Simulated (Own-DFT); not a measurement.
# Strain and stress in wurtzite AlN, 72 atoms (Al36N36)

These are calculations, not measurements. They come from Own-DFT, an in-house plane-wave density functional program, since retired, whose code no person has reviewed. Each row is one single-point run on a periodic cell that was not relaxed, without spin or spin-orbit coupling.

Settings of every run: PBE; PseudoDojo norm-conserving scalar-relativistic files; cutoff 42 hartree; 4 x 4 x 3 k mesh centred on Gamma; Gaussian smearing of 0.01 eV.

Known limits: k mesh not checked against a denser one; stress not checked against mesh or cutoff.

Unstrained cell vectors in Å: (9.336, 0.000, 0.000); (-4.668, 8.085, 0.000); (0.000, 0.000, 9.964). The unstrained cell has measured lattice constants (interpolated for alloys), not those of this functional. That, the random moves and any unrelaxed bonds set the pressure at no strain. Each run strains this cell uniformly, with the atoms carried along. Every atom was also moved at random, by a Gaussian of width 0.05 Å on each axis. Strain is the symmetric tensor, in per cent. Stress is positive in tension, and the pressure is minus a third of its trace.

```
run  e_xx (%)  e_yy (%)  e_zz (%)  e_yz (%)  e_xz (%)  e_xy (%)  s_xx (GPa)  s_yy (GPa)  s_zz (GPa)  s_yz (GPa)  s_xz (GPa)  s_xy (GPa)  P (GPa)  E (meV/atom)
  1     -1.57     -1.50     -1.24      0.68     -1.85     -0.38      -16.49      -15.34      -15.57        2.68       -4.51       -3.36    15.80          48.8
  2     -1.97     -1.03     -1.43      0.67     -0.89     -1.28      -17.53      -17.14      -14.16        1.44       -2.48       -3.39    16.28          54.1
  3     -0.42      1.70     -1.87      1.89      0.13     -0.54       -6.06       -0.84      -13.21        4.63       -0.01       -1.39     6.70          17.1
  4     -0.90      0.51      0.51     -1.12     -1.75     -0.22       -8.20       -2.91       -5.55       -3.23       -3.30       -0.95     5.55          14.4
  5      1.37      0.63      1.82      0.17     -0.09     -1.67        2.81       -0.86        3.04       -0.15        0.18       -4.03    -1.66          11.5
  6      1.65      0.25     -1.30     -0.93     -0.19     -0.56        0.36       -3.40       -9.39       -1.65       -0.16       -1.80     4.14          11.4
  7      1.92      1.16     -0.15      0.65     -0.47      0.20        4.37        1.98       -5.69        2.41       -1.79        1.61    -0.22           6.2
  8      0.12     -1.68      0.98      1.06     -0.62     -1.88       -5.86      -15.10       -3.10        3.50       -2.61       -7.30     8.02          33.8
  9      2.00     -0.33     -1.76     -0.85     -1.64     -1.74        0.74       -6.30      -11.28       -1.70       -3.37       -5.80     5.61          21.8
 10     -1.71     -0.06      0.78      1.71      0.73      0.05      -15.59       -5.93       -3.49        4.42        2.64       -0.92     8.33          24.7
 11     -0.08     -0.52     -1.79      1.32      0.10      0.81      -10.62       -7.33      -14.03        3.04       -0.68        2.62    10.66          11.5
 12      0.01     -0.91      1.81      1.32      0.23     -1.01       -6.21      -10.08        2.46        3.14        0.46       -5.12     4.61          24.1
 13      0.09      0.84     -1.03      1.56     -1.99     -0.04       -6.61       -3.14       -7.63        4.10       -5.19        0.42     5.79          17.4
 14      1.40     -1.85      1.13      0.58      0.85      0.39       -0.12      -11.01       -3.08        0.70        2.13        1.05     4.74          15.1
 15      0.39     -0.93      1.87     -1.59     -1.31      1.26       -5.87      -10.05        3.55       -3.50       -3.76        4.64     4.12          30.4
 16     -0.72     -1.81     -1.50      0.79      1.87      0.91      -11.07      -16.62      -16.68        3.38        4.78        2.07    14.79          38.9
 17      1.12     -0.45      1.59      0.40      1.01     -1.65        0.73       -6.39        2.09        0.65        1.68       -6.07     1.19           0.0
 18      0.37     -1.98      0.54      0.76     -1.42     -0.19           ?           ?           ?           ?           ?           ?        ?             ?
```

E is the free energy for each atom above the lowest run shown.

## Worked fit

Each stress component was fitted by least squares to a constant and the strains of the runs shown, as fractions, with shears doubled. Shear strains stay in the fit of a normal stress only where such slopes are resolved. The slopes, in GPa:

| stress | at no strain | per e_xx | per e_yy | per e_zz | scatter |
|---|---|---|---|---|---|
| s_xx | -6.2 | 473 ± 27 | 114 ± 32 | 76 ± 24 | 1.33 |
| s_yy | -6.1 | 128 ± 32 | 480 ± 37 | 56 ± 27 | 1.53 |
| s_zz | -5.9 | 84 ± 29 | 105 ± 34 | 447 ± 25 | 1.40 |

Each shear stress against twice its own strain: yz 124 ± 10, xz 130 ± 9, xy 169 ± 12 GPa. These are stiffnesses along x, y and z of the frame in which the cell vectors are given, which need not be the crystal's axes. The atoms are held to the strained lattice; where symmetry lets them move under strain, relaxing them would lower some slopes. The table should be nearly symmetric about its diagonal, and what it lacks of that shows the noise. A ninth of its sum, 218 ± 6 GPa, estimates the bulk modulus near the mean pressure of these runs, 6.7 GPa, so it lies above the value at zero pressure.

## Withheld run

Question: what normal stresses and pressure should run 18 give?

The fit gives s_xx = -6.3, s_yy = -14.9, s_zz = -5.3 and P = 8.8 GPa. The calculation gave -5.71, -13.28, -5.01 and P = 8.00 GPa.
